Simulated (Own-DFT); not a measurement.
# One host, several defects: zincblende GaP

Calculated, not measured: single-point runs of Own-DFT, a retired in-house plane-wave DFT program that no person has reviewed, on unrelaxed cells, without spin or spin-orbit coupling.

Common settings: PBE; PseudoDojo norm-conserving scalar-relativistic files; cutoff 42 hartree; 2 x 3 x 3 k mesh centred on Gamma; Fermi-Dirac smearing of 0.1 eV.

Limits (not all hold for every row): not probed for a lower state with spin; forces on such cells failed a check on a denser k mesh; forces on such cells moved up to 12 meV/angstrom on a denser k mesh; forces on such cells passed a denser k mesh, each cell not checked; stress not checked against mesh or cutoff.

All runs share one cell, with vectors in Å (16.352, 0.000, 0.000); (0.000, 10.901, 0.000); (0.000, 0.000, 10.901) and a volume of 1943.1 Å³. Atoms were moved at random from their sites; u is the rms move along one axis. The defect's site can differ from row to row.

| cell | formula | u (Å) | P (GPa) |
|---|---|---|---|
| no defect | Ga48P48 | 0.0192 | 2.72 |
| no defect | Ga48P48 | 0.0474 | 3.15 |
| no defect | Ga48P48 | 0.0477 | 3.25 |
| two P vacancies | Ga48P46 | 0.0296 | 2.43 |
| two P vacancies | Ga48P46 | 0.0520 | 3.06 |
| two P vacancies | Ga48P46 | 0.0539 | 2.75 |
| two P on a Ga site each | Ga46P50 | 0.0300 | 2.92 |
| two P on a Ga site each | Ga46P50 | 0.0315 | 2.95 |
| two P on a Ga site each | Ga46P50 | 0.0459 | ? |
| two P on a Ga site each | Ga46P50 | 0.0483 | 3.22 |
| one Ga on a P site and one P on a Ga site | Ga48P48 | 0.0289 | 2.90 |
| one Ga on a P site and one P on a Ga site | Ga48P48 | 0.0295 | 2.90 |
| one Ga on a P site and one P on a Ga site | Ga48P48 | 0.0460 | 3.28 |

## Working it out

P = P0 + c u² + a shift for each defect gives P0 = 2.64 GPa, c = 246 ± 38 GPa/Å² and a scatter of 0.10 GPa. The shifts, and each times the cell's volume:

- one Ga on a P site and one P on a Ga site: 0.08 ± 0.09 GPa, 0.9 eV (not resolved)
- two P on a Ga site each: 0.05 ± 0.08 GPa, 0.6 eV (0.3 eV for each of its 2 sites) (not resolved)
- two P vacancies: -0.42 ± 0.09 GPa, -5.1 eV (-2.5 eV for each of its 2 sites)

Positive is outwards. The product with the volume (160.2 GPa Å³ to the eV) is nearly free of the cell's size; divided by the bulk modulus at the cell's pressure it gives the volume that the defect adds. The atoms around the defects weren't relaxed, which would change these numbers.

## The run left out

The question: what pressure belongs in the blank (two P on a Ga site each, u = 0.0459 Å)?

The fit gives 3.20 ± 0.12 GPa. The hidden result is 3.20 GPa.
